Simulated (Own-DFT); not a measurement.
# Response to strain: wurtzite GaN, 96 atoms (Ga48N48)

These are calculations, not measurements. They come from Own-DFT, an in-house plane-wave density functional program, since retired, whose code no person has reviewed. Each row is one single-point run on a periodic cell that was not relaxed, without spin or spin-orbit coupling.

Settings of every run: PBE; PseudoDojo norm-conserving scalar-relativistic files (stringent for Ga); cutoff 96 hartree; 3 x 4 x 3 k mesh centred on Gamma; Gaussian smearing of 0.01 eV.

Known limits: forces on such cells passed a denser k mesh, each cell not checked; stress not checked against mesh or cutoff.

Unstrained cell vectors in Å: (12.756, 0.000, 0.000); (-4.784, 8.285, 0.000); (0.000, 0.000, 10.370). The unstrained cell has measured lattice constants (interpolated for alloys), not those of this functional. That, the random moves and any unrelaxed bonds set the pressure at no strain. Each run strains this cell uniformly, with the atoms carried along. Every atom was also moved at random, by a Gaussian of width 0.05 Å on each axis. Strain is the symmetric tensor, in per cent. Stress is positive in tension, and the pressure is minus a third of its trace.

| run | e_xx (%) | e_yy (%) | e_zz (%) | e_yz (%) | e_xz (%) | e_xy (%) | s_xx (GPa) | s_yy (GPa) | s_zz (GPa) | s_yz (GPa) | s_xz (GPa) | s_xy (GPa) | P (GPa) | E (meV/atom) |
|---|---|---|---|---|---|---|---|---|---|---|---|---|---|---|
| 1 | 1.15 | 0.47 | -1.21 | 0.21 | -1.52 | -1.35 | -1.89 | -4.69 | -13.62 | 0.21 | -2.83 | -4.42 | 6.73 | 26.8 |
| 2 | 0.97 | 1.78 | 1.10 | -1.09 | 1.02 | 1.97 | 0.28 | 0.89 | -0.24 | -2.30 | 1.74 | 4.99 | -0.31 | 0.0 |
| 3 | -0.78 | -0.37 | 1.18 | -0.48 | 1.10 | -1.57 | -10.25 | -8.33 | -3.25 | -0.99 | 3.18 | -4.90 | 7.28 | 23.1 |
| 4 | -1.29 | -0.25 | 1.39 | -1.24 | -1.17 | -1.21 | -12.51 | -8.57 | -2.20 | -1.58 | -2.61 | -3.58 | 7.76 | 27.9 |
| 5 | -1.69 | -1.85 | -1.33 | 0.90 | -1.27 | 0.51 | -16.79 | -17.29 | -19.16 | 1.80 | -2.60 | 1.36 | 17.75 | 54.4 |
| 6 | 1.81 | -1.36 | -0.01 | -0.73 | 0.42 | 1.65 | -1.83 | -10.89 | -6.57 | -1.89 | 1.20 | 5.30 | 6.43 | 23.7 |
| 7 | -1.07 | -1.42 | 1.92 | -0.93 | 1.53 | 0.64 | -12.89 | -12.72 | -0.98 | -2.53 | 3.99 | 3.44 | 8.86 | 31.5 |
| 8 | -1.35 | -0.81 | 0.36 | 0.43 | 1.72 | -2.00 | -12.92 | -13.19 | -7.39 | 0.96 | 3.87 | -5.99 | 11.17 | 38.4 |
| 9 | -1.68 | 0.63 | 1.92 | -0.30 | 0.21 | -0.71 | -12.42 | -4.75 | 0.76 | -1.24 | 1.07 | -1.79 | 5.47 | 8.6 |
| 10 | 1.25 | 1.65 | 1.65 | -0.06 | 1.90 | -1.84 | 0.75 | 0.86 | 1.91 | -0.77 | 3.53 | -4.98 | -1.17 | 7.4 |
| 11 | 1.78 | -0.04 | 0.32 | -1.64 | -1.30 | 0.01 | 1.34 | -5.77 | -5.40 | -3.23 | -2.55 | -0.39 | 3.28 | 14.1 |
| 12 | 1.55 | 1.58 | -1.01 | -1.03 | -0.03 | -1.90 | -0.59 | -0.60 | -9.62 | -2.03 | -0.29 | -5.56 | 3.61 | 23.8 |
| 13 | 0.30 | -1.61 | -0.34 | 1.09 | -0.43 | 1.20 | -8.22 | -12.86 | -10.04 | 1.59 | -0.94 | 3.21 | 10.37 | 20.7 |
| 14 | 1.95 | -0.76 | 0.49 | -1.63 | -0.88 | 1.94 | -0.46 | -8.39 | -4.50 | -3.73 | -1.18 | 5.45 | 4.45 | 29.1 |
| 15 | 0.39 | -0.90 | -1.42 | -1.50 | 0.75 | -0.98 | -8.63 | -10.23 | -14.63 | -2.92 | 2.06 | -2.77 | 11.17 | 37.0 |
| 16 | 1.36 | 0.22 | 1.30 | -1.79 | 1.43 | 0.93 | -0.75 | -3.52 | -1.71 | -3.36 | 3.47 | 3.63 | 2.00 | 22.2 |
| 17 | -0.98 | -0.51 | -1.50 | 0.27 | 0.40 | 2.00 | ? | ? | ? | ? | ? | ? | ? | ? |

E is the free energy for each atom above the lowest run shown.

## Worked fit

Each stress component was fitted by least squares to a constant and the strains of the runs shown, as fractions, with shears doubled. Shear strains stay in the fit of a normal stress only where such slopes are resolved. The slopes, in GPa:

```
stress,at no strain,per e_xx,per e_yy,per e_zz,scatter
s_xx,-7.3,407 ± 15,130 ± 18,55 ± 17,0.72
s_yy,-7.3,102 ± 15,383 ± 18,60 ± 17,0.72
s_zz,-8.1,90 ± 19,77 ± 23,490 ± 22,0.90
```

Each shear stress against twice its own strain: yz 85 ± 7, xz 106 ± 5, xy 144 ± 6 GPa. These are stiffnesses along x, y and z of the frame in which the cell vectors are given, which need not be the crystal's axes. The atoms are held to the strained lattice; where symmetry lets them move under strain, relaxing them would lower some slopes. The table should be nearly symmetric about its diagonal, and what it lacks of that shows the noise. A ninth of its sum, 199 ± 3 GPa, estimates the bulk modulus near the mean pressure of these runs, 6.6 GPa, so it lies above the value at zero pressure.

## Withheld run

Question: what normal stresses and pressure should run 17 give?

The fit gives s_xx = -12.7, s_yy = -11.2, s_zz = -16.7 and P = 13.5 GPa. The calculation gave -15.01, -9.94, -16.04 and P = 13.66 GPa.
